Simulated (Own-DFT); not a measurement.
# Strain and stress in wurtzite AlN, 128 atoms (Al64N64)

Calculated results; nothing here was measured. They come from Own-DFT, an in-house plane-wave density functional program, since retired, whose code no person has reviewed. Each row is one single-point run on a periodic cell that was not relaxed, without spin or spin-orbit coupling.

Settings of every run: PBE; PseudoDojo norm-conserving scalar-relativistic files; cutoff 42 hartree; 3 x 3 x 3 k mesh centred on Gamma; Gaussian smearing of 0.01 eV.

Known limits: k mesh not checked against a denser one; stress not checked against mesh or cutoff.

Unstrained cell vectors in Å: (12.448, 0.000, 0.000); (-6.224, 10.780, 0.000); (0.000, 0.000, 9.964). The unstrained cell has measured lattice constants (interpolated for alloys), not those of this functional. That, the random moves and any unrelaxed bonds set the pressure at no strain. Each run strains this cell uniformly, with the atoms carried along. Every atom was also moved at random, by a Gaussian of width 0.05 Å on each axis. Strain is the symmetric tensor, in per cent. Stress is positive in tension, and the pressure is minus a third of its trace.

| run | e_xx (%) | e_yy (%) | e_zz (%) | e_yz (%) | e_xz (%) | e_xy (%) | s_xx (GPa) | s_yy (GPa) | s_zz (GPa) | s_yz (GPa) | s_xz (GPa) | s_xy (GPa) | P (GPa) | E (meV/atom) |
|---|---|---|---|---|---|---|---|---|---|---|---|---|---|---|
| 1 | -0.33 | 1.75 | -1.02 | 1.29 | -0.39 | -0.68 | -4.42 | 0.57 | -11.01 | 3.32 | -0.56 | -3.33 | 4.95 | 15.8 |
| 2 | 1.34 | -1.60 | 1.63 | -0.20 | -1.46 | 1.08 | -0.38 | -14.14 | 3.48 | 0.00 | -3.23 | 3.50 | 3.68 | 26.9 |
| 3 | -0.65 | -0.14 | -1.55 | 0.46 | -0.43 | 1.31 | -11.75 | -8.39 | -12.96 | 1.41 | -1.51 | 6.01 | 11.03 | 32.9 |
| 4 | -1.00 | -1.39 | -0.75 | 0.15 | 1.42 | 0.45 | -12.19 | -15.32 | -11.95 | 1.10 | 4.20 | 1.23 | 13.15 | 35.4 |
| 5 | 1.90 | 1.79 | -1.97 | 0.37 | 1.51 | -0.62 | 3.70 | 1.41 | -13.00 | 1.31 | 4.36 | -2.91 | 2.63 | 26.6 |
| 6 | 0.65 | -0.27 | -0.81 | 0.08 | -1.01 | -1.98 | -4.48 | -7.28 | -8.50 | -0.30 | -2.56 | -6.30 | 6.75 | 21.3 |
| 7 | -0.46 | -1.11 | -0.71 | -1.10 | 1.17 | -1.74 | -8.67 | -13.80 | -9.90 | -3.27 | 2.96 | -7.03 | 10.79 | 21.1 |
| 8 | 0.10 | -0.04 | -0.50 | -0.05 | -0.67 | -0.40 | -6.94 | -6.00 | -6.00 | -0.18 | -1.44 | -1.05 | 6.31 | 3.6 |
| 9 | -1.78 | 0.37 | -0.13 | -0.53 | -1.24 | -0.22 | -13.80 | -8.10 | -6.46 | -1.98 | -2.73 | -1.48 | 9.45 | 28.2 |
| 10 | -1.32 | -0.31 | 0.25 | -0.55 | -1.97 | -1.82 | -11.40 | -9.74 | -5.13 | -1.63 | -4.47 | -5.66 | 8.76 | 15.6 |
| 11 | 1.05 | -1.04 | -1.24 | 0.50 | -0.74 | 0.07 | -1.90 | -10.07 | -12.52 | 0.98 | -2.39 | -0.85 | 8.16 | 14.8 |
| 12 | -0.45 | 0.63 | -0.72 | -0.28 | 1.01 | 0.26 | -9.17 | -2.38 | -8.88 | -0.63 | 2.23 | 1.06 | 6.81 | 12.6 |
| 13 | 1.43 | -1.31 | 0.40 | 1.38 | 1.45 | -0.12 | 0.92 | -10.27 | -4.09 | 3.90 | 3.58 | 0.87 | 4.48 | 0.0 |
| 14 | 0.22 | 0.22 | 1.22 | 1.13 | 1.14 | -0.65 | -4.46 | -2.40 | -1.86 | 2.29 | 3.56 | -2.56 | 2.91 | 19.1 |
| 15 | -0.26 | 1.88 | 0.14 | 0.51 | -0.60 | 1.96 | -6.43 | 1.36 | -1.77 | 1.04 | -1.11 | 6.89 | 2.28 | 13.1 |
| 16 | 0.08 | 0.50 | -1.77 | 1.54 | 1.74 | -1.54 | ? | ? | ? | ? | ? | ? | ? | ? |

E is the free energy for each atom above the lowest run shown.

## Worked fit

Each stress component was fitted by least squares to a constant and the strains of the runs shown, as fractions, with shears doubled. Shear strains stay in the fit of a normal stress only where such slopes are resolved. The slopes, in GPa:

| stress | at no strain | per e_xx | per e_yy | per e_zz | scatter |
|---|---|---|---|---|---|
| s_xx | -6.0 | 475 ± 30 | 82 ± 29 | 54 ± 34 | 1.19 |
| s_yy | -6.6 | 109 ± 37 | 476 ± 35 | 51 ± 42 | 1.46 |
| s_zz | -5.5 | 57 ± 35 | 75 ± 34 | 496 ± 40 | 1.40 |

Each shear stress against twice its own strain: yz 129 ± 10, xz 129 ± 5, xy 177 ± 12 GPa. These are stiffnesses along x, y and z of the frame in which the cell vectors are given, which need not be the crystal's axes. The atoms are held to the strained lattice; where symmetry lets them move under strain, relaxing them would lower some slopes. The table should be nearly symmetric about its diagonal, and what it lacks of that shows the noise. A ninth of its sum, 208 ± 6 GPa, estimates the bulk modulus near the mean pressure of these runs, 6.8 GPa, so it lies above the value at zero pressure.

## Withheld run

Question: what normal stresses and pressure should run 16 give?

The fit gives s_xx = -6.1, s_yy = -5.0, s_zz = -13.8 and P = 8.3 GPa. The calculation gave -7.26, -4.52, -14.00 and P = 8.59 GPa.
